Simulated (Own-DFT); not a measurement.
# A layer strained by its substrate: grey tin, 64 atoms (Sn64)

Calculated, not measured: single-point runs of Own-DFT, a retired in-house plane-wave DFT program that no person has reviewed, on unrelaxed cells, without spin or spin-orbit coupling.

Settings: PBE; PseudoDojo norm-conserving scalar-relativistic files; cutoff 42 hartree; 3 x 3 x 3 k mesh centred on Gamma; cold (Marzari-Vanderbilt) smearing of 0.2 eV.

Caveats: forces on such cells moved up to 12 meV/angstrom on a denser k mesh; stress not checked against mesh or cutoff.

Unstrained cell vectors in Å: (12.978, 0.000, 0.000); (0.000, 12.978, 0.000); (0.000, 0.000, 12.978). The unstrained cell has measured lattice constants (interpolated for alloys), not those of this functional. That, the random moves and any unrelaxed bonds set the pressure at no strain. Each run strains x and y alike by e, as a substrate would, and holds the height along z. All atoms carry random offsets, Gaussian with a width of 0.05 Å per axis. Stress is positive in tension.

```
e (%),u (Å),(s_xx + s_yy)/2 (GPa),s_zz (GPa)
-2.50,0.049,-6.88,-6.12
-2.50,0.052,-6.89,-6.10
-2.00,0.052,-6.13,-5.57
-2.00,0.045,-6.12,-5.47
-1.50,0.048,?,?
-1.00,0.053,-4.88,-4.50
-1.00,0.051,-4.83,-4.52
-0.50,0.050,-4.22,-4.04
-0.50,0.048,-4.17,-4.02
0.25,0.053,-3.39,-3.40
0.25,0.052,-3.39,-3.45
0.75,0.049,-2.80,-3.02
0.75,0.049,-2.79,-3.02
```

## What the rows give

With e as a fraction, the in-plane stress is -3.6 + 114 e - 616 e² GPa (errors 2 and 103, scatter 0.04), and s_zz is -3.6 + 82 e - 689 e² GPa (slope ± 2, scatter 0.03). At e = 0 the first slope is C11 + C12 and the second 2 C12, both with the ions held to the strained lattice and at the cell's own pressure. The term in e² is negative: the layer stiffens under compression and softens under tension. A free layer would change its height as e changes, and the in-plane slope would drop by 2 C12²/C11 to the biaxial modulus. At fixed height, a misfit of 1 % moves the in-plane stress by about 1.1 GPa and s_zz by 0.8 GPa.

## Check

Q: what are the two stresses at e = -1.50 %?

Estimate: -5.5 and -5.0 GPa. The run itself gave -5.45 and -4.99 GPa.
